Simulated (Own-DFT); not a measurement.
Simulation results for Hf31O64 (monoclinic hafnia with one vacancy, atoms displaced)

A calculation, not a measurement: plane-wave PBE density functional theory by an unreviewed code, no spin, of a simulated periodic cell, stress positive in tension, free energy of the whole cell less one offset for each atom, some atoms lie very close together, defect cell not probed for a lower state with spin; hafnium file: forces about 75 meV/angstrom off all-electron values; oxygen file: force components 24 meV/angstrom off all-electron in one glass; forces on such cells passed a denser k mesh, this cell's mesh not checked; offsets are fitted by least squares, one for each functional and potential file, so energies compare only between cells with the same atoms and settings and are not formation energies; the far tail of each file's local potential was reset to the Coulomb form; each entry is a single point on an unrelaxed cell, so the pressure reflects the starting lattice, mostly measured values, from which strain is counted, and rises with the displacements; printed positions are rounded, which can move forces by about a meV/angstrom; the program is a retired in-house code; no spin-orbit coupling; before rounding, a Quantum ESPRESSO 7.3.1 run of the same cell and cutoff gave forces within 1 meV/angstrom rms on each cell, which checks the program and not the settings. Program: Own-DFT development build.

```yaml
- formula: Hf31O64
  kind: "monoclinic hafnia with one vacancy, atoms displaced"
  structure:
    cell_angstrom: [[10.234, 0.0, 0.0], [0.0, 10.35, 0.0], [-1.6955, 0.0, 10.4453]]
    atoms_fractional:
      - [Hf, 0.13342, 0.01732, 0.09828]
      - [Hf, 0.35929, 0.28347, 0.14646]
      - [Hf, 0.3664, 0.47202, 0.40381]
      - [Hf, 0.12521, 0.23924, 0.34471]
      - [O, 0.05486, 0.17386, 0.17033]
      - [O, 0.46955, 0.41105, 0.08373]
      - [O, 0.47084, 0.33975, 0.33113]
      - [O, 0.0473, 0.08576, 0.42906]
      - [O, 0.23129, 0.38214, 0.23926]
      - [O, 0.27679, 0.12745, 0.00274]
      - [O, 0.27649, 0.12169, 0.24685]
      - [O, 0.22222, 0.37692, 0.49082]
      - [Hf, 0.14119, 0.03339, 0.61188]
      - [Hf, 0.36901, 0.25905, 0.66581]
      - [Hf, 0.37216, 0.47758, 0.89012]
      - [Hf, 0.12253, 0.21743, 0.8575]
      - [O, 0.02952, 0.15239, 0.67245]
      - [O, 0.46597, 0.42202, 0.56681]
      - [O, 0.47029, 0.32662, 0.82454]
      - [O, 0.03811, 0.08111, 0.92111]
      - [O, 0.21958, 0.36981, 0.7337]
      - [O, 0.28421, 0.11186, 0.51298]
      - [O, 0.27713, 0.10754, 0.76408]
      - [O, 0.24455, 0.36826, 0.99734]
      - [Hf, 0.1319, 0.52302, 0.1023]
      - [Hf, 0.36443, 0.76881, 0.13771]
      - [Hf, 0.3708, 0.9859, 0.41034]
      - [Hf, 0.12987, 0.74157, 0.35511]
      - [O, 0.03803, 0.66123, 0.16944]
      - [O, 0.45139, 0.91106, 0.08369]
      - [O, 0.44533, 0.83059, 0.32193]
      - [O, 0.03381, 0.58203, 0.41676]
      - [O, 0.23267, 0.8792, 0.24006]
      - [O, 0.28068, 0.63062, 0.02315]
      - [O, 0.28243, 0.61385, 0.2543]
      - [O, 0.218, 0.88089, 0.48323]
      - [Hf, 0.15954, 0.52057, 0.62103]
      - [Hf, 0.35893, 0.76797, 0.65032]
      - [Hf, 0.36165, 0.9795, 0.90153]
      - [O, 0.04664, 0.65747, 0.67943]
      - [O, 0.46338, 0.90408, 0.5823]
      - [O, 0.47225, 0.84214, 0.82756]
      - [O, 0.02863, 0.59123, 0.92294]
      - [O, 0.23823, 0.86744, 0.7499]
      - [O, 0.27338, 0.62981, 0.51535]
      - [O, 0.27684, 0.62012, 0.74262]
      - [O, 0.22617, 0.86926, 0.99447]
      - [Hf, 0.64186, 0.01317, 0.11011]
      - [Hf, 0.87107, 0.26889, 0.15254]
      - [Hf, 0.87532, 0.46635, 0.40738]
      - [Hf, 0.63562, 0.2277, 0.36358]
      - [O, 0.53678, 0.16465, 0.17952]
      - [O, 0.97247, 0.39985, 0.07506]
      - [O, 0.95614, 0.35761, 0.34697]
      - [O, 0.55931, 0.085, 0.42926]
      - [O, 0.72306, 0.38686, 0.23845]
      - [O, 0.77517, 0.13471, 0.01347]
      - [O, 0.78081, 0.11676, 0.26263]
      - [O, 0.71961, 0.37158, 0.48162]
      - [Hf, 0.64415, 0.01899, 0.6129]
      - [Hf, 0.87383, 0.27203, 0.65815]
      - [Hf, 0.85849, 0.48839, 0.89017]
      - [Hf, 0.65081, 0.2211, 0.86399]
      - [O, 0.52544, 0.1682, 0.66971]
      - [O, 0.96801, 0.4191, 0.5803]
      - [O, 0.96409, 0.3308, 0.82408]
      - [O, 0.52884, 0.07443, 0.91545]
      - [O, 0.71749, 0.38349, 0.73731]
      - [O, 0.78602, 0.1408, 0.5152]
      - [O, 0.7899, 0.11283, 0.74044]
      - [O, 0.71759, 0.36547, 0.98236]
      - [Hf, 0.63562, 0.50179, 0.10604]
      - [Hf, 0.85319, 0.76294, 0.14053]
      - [Hf, 0.86448, 0.96785, 0.38325]
      - [Hf, 0.63807, 0.72382, 0.34657]
      - [O, 0.5449, 0.6689, 0.17406]
      - [O, 0.96508, 0.92272, 0.07576]
      - [O, 0.95918, 0.83511, 0.31314]
      - [O, 0.546, 0.57959, 0.44324]
      - [O, 0.72021, 0.88372, 0.23258]
      - [O, 0.77657, 0.62112, 0.01667]
      - [O, 0.7659, 0.61192, 0.26758]
      - [O, 0.72225, 0.86175, 0.49254]
      - [Hf, 0.64356, 0.51996, 0.59848]
      - [Hf, 0.8604, 0.76576, 0.64108]
      - [Hf, 0.85599, 0.9862, 0.89152]
      - [Hf, 0.63151, 0.73107, 0.85148]
      - [O, 0.53192, 0.66846, 0.66505]
      - [O, 0.95912, 0.91169, 0.58161]
      - [O, 0.96712, 0.83463, 0.8123]
      - [O, 0.52393, 0.58367, 0.92369]
      - [O, 0.70424, 0.88137, 0.7325]
      - [O, 0.78009, 0.62737, 0.51343]
      - [O, 0.76099, 0.60943, 0.76301]
      - [O, 0.72653, 0.88217, 0.98805]
  settings:
    functional: PBE
    potential_files: "PseudoDojo norm-conserving, scalar-relativistic, standard set"
    "wave_cutoff [hartree]": 72.0
    occupations: Fermi-Dirac
    "smearing_width [eV]": 0.1
    k_mesh: "2 x 2 x 2 centred on Gamma"
  results:
    "free_energy_of_cell_above_offsets [eV]": "-63.775"
    "pressure [GPa]": 10.37
    "stress_xx [GPa]": -10.17
    "stress_yy [GPa]": -10.93
    "stress_zz [GPa]": -10.03
    "stress_yz [GPa]": -0.4
    "stress_xz [GPa]": -0.93
    "stress_xy [GPa]": 1.77
    force_element: [Hf, Hf, Hf, Hf, O, O, O, O, O, O, O, O, Hf, Hf, Hf, Hf, O, O, O, O, O, O, O, O, Hf, Hf, Hf, Hf, O, O, O, O, O, O, O, O, Hf, Hf, Hf, O, O, O, O, O, O, O, O, Hf, Hf, Hf, Hf, O, O, O, O, O, O, O, O, Hf, Hf, Hf, Hf, O, O, O, O, O, O, O, O, Hf, Hf, Hf, Hf, O, O, O, O, O, O, O, O, Hf, Hf, Hf, Hf, O, O, O, O, O, O, O, O]
    "force_x [eV/angstrom]": [3.935, -0.08, -1.204, 3.733, -3.67, 0.95, 0.075, -1.502, -1.624, -0.695, 0.049, -0.127, 1.588, -2.092, -3.602, 5.15, -0.79, -0.551, 0.483, -2.823, 0.403, -0.338, -0.652, -2.019, 2.576, -2.935, -0.246, 2.984, -2.281, 4.491, 2.685, 1.092, -2.045, -0.019, -0.572, -0.364, -2.362, -1.027, -2.1, -2.331, 1.733, 0.762, -0.954, -0.796, 0.467, 2.274, -0.283, -3.077, -2.313, -11.82, 1.955, 0.604, -0.801, 11.88, -3.364, 1.429, 0.885, 0.771, 0.226, -0.518, -2.377, 1.042, -2.355, 4.049, 0.164, 0.021, 2.981, 1.071, 0.057, -1.462, 0.673, 0.622, 1.438, -1.217, -1.807, -0.31, -1.815, 0.293, -1.151, 0.5, -0.306, 1.662, 0.369, -0.07, 1.42, 2.165, -0.801, 0.562, 1.056, -2.28, 2.196, 1.58, 0.262, 0.741, -0.172]
    "force_y [eV/angstrom]": [-1.729, -4.298, 2.247, -0.892, 1.39, 1.165, -0.687, 0.43, -0.356, 0.56, 0.13, -1.692, -5.629, 1.681, 0.335, 3.054, 2.244, -2.369, 0.742, -1.799, -0.703, 2.976, 2.143, 0.473, 0.798, -1.727, -1.211, -2.332, 1.879, 3.557, -0.491, 1.878, 0.035, -2.485, 0.472, -0.993, -0.335, 0.023, -2.507, 0.487, 2.504, -1.069, -1.411, 2.178, 0.589, -1.345, 0.972, 2.845, 0.567, 14.33, 1.743, -0.622, 0.124, -15.38, -3.078, -2.851, -0.782, 0.341, 0.341, 0.828, 1.273, -0.333, 1.041, -2.5, -1.01, 0.707, 1.762, -2.57, -1.173, 0.404, 0.82, 2.917, -0.33, 2.992, -0.568, -0.581, -1.011, -0.609, 2.461, -2.086, 0.229, 1.37, 1.203, -0.71, 0.044, -3.451, -0.256, -0.181, 0.725, 1.497, 1.188, -1.689, 0.34, 2.261, -1.473]
    "force_z [eV/angstrom]": [1.388, 1.139, -1.307, 2.747, -0.177, -1.291, -0.614, -1.51, 0.564, 0.409, 2.003, -0.849, -1.649, -3.665, 0.389, -0.2, 1.908, 3.379, 1.951, 0.305, 2.098, 1.242, -0.843, -2.169, -1.277, 2.105, -2.557, 0.212, 0.711, -0.949, 1.584, 0.352, -0.433, -1.456, 1.129, 0.403, -3.33, -0.505, -0.384, -1.132, -1.105, 0.472, 0.192, -0.905, -1.543, 3.845, 0.112, -1.165, -1.105, 5.59, -1.772, -0.767, 0.067, -9.285, 0.812, 0.081, -0.064, -0.317, 1.411, -3.011, -4.73, 0.924, -2.55, 0.681, 1.988, 2.171, 0.875, 0.98, -0.506, 3.581, 1.118, 0.232, -0.489, 4.147, 2.444, -1.107, 0.056, -0.016, -5.024, 1.353, -0.662, -0.913, -1.356, 1.815, 1.528, -0.491, -0.709, 1.681, -1.585, 1.079, -0.059, 2.193, 0.312, -0.114, -0.113]
```
